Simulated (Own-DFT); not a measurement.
# Stretching a layer in its plane: wurtzite AlN, 72 atoms (Al36N36)

Calculated, not measured: single-point runs of Own-DFT, a retired in-house plane-wave DFT program that no person has reviewed, on unrelaxed cells, without spin or spin-orbit coupling.

Settings: PBE; PseudoDojo norm-conserving scalar-relativistic files; cutoff 42 hartree; 3 x 3 x 2 k mesh centred on Gamma; Fermi-Dirac smearing of 0.1 eV.

Known weak points: forces on such cells moved up to 12 meV/angstrom on a denser k mesh; stress not checked against mesh or cutoff.

Unstrained cell vectors in Å: (9.336, 0.000, 0.000); (-4.668, 8.085, 0.000); (0.000, 0.000, 9.964). The unstrained cell has measured lattice constants (interpolated for alloys), not those of this functional. That, the random moves and any unrelaxed bonds set the pressure at no strain. Each run strains x and y alike by e, as a substrate would, and holds the height along z. Each atom got a random Gaussian move of width 0.05 Å along each axis. Stress is positive in tension.

| e (%) | u (Å) | (s_xx + s_yy)/2 (GPa) | s_zz (GPa) |
|---|---|---|---|
| -2.25 | 0.052 | -19.61 | -10.06 |
| -2.00 | 0.050 | -18.34 | -8.40 |
| -1.75 | 0.046 | -16.96 | -7.21 |
| -1.50 | 0.049 | -15.65 | -6.27 |
| -1.25 | 0.054 | ? | ? |
| -1.00 | 0.047 | -11.39 | -7.56 |
| -0.75 | 0.051 | -11.07 | -6.20 |
| 1.50 | 0.049 | 2.72 | -3.29 |
| 2.75 | 0.047 | 8.60 | -1.99 |
| 3.00 | 0.045 | 9.28 | 0.06 |

## Working it out

With e as a fraction, the in-plane stress is -6.0 + 580 e - 2017 e² GPa (errors 11 and 796, scatter 0.51), and s_zz is -5.3 + 152 e GPa (slope ± 16, scatter 0.94). At e = 0 the first slope is C11 + C12 and the second 2 C13, both with the ions held to the strained lattice and at the cell's own pressure. A free layer would change its height as e changes, and the in-plane slope would drop by 2 C13²/C33 to the biaxial modulus. At fixed height, a misfit of 1 % moves the in-plane stress by about 5.8 GPa and s_zz by 1.5 GPa.

## Check

The question: what are the two stresses at e = -1.25 %?

The fit gives -13.5 and -7.2 GPa. DFT gave -15.03 and -8.58 GPa.
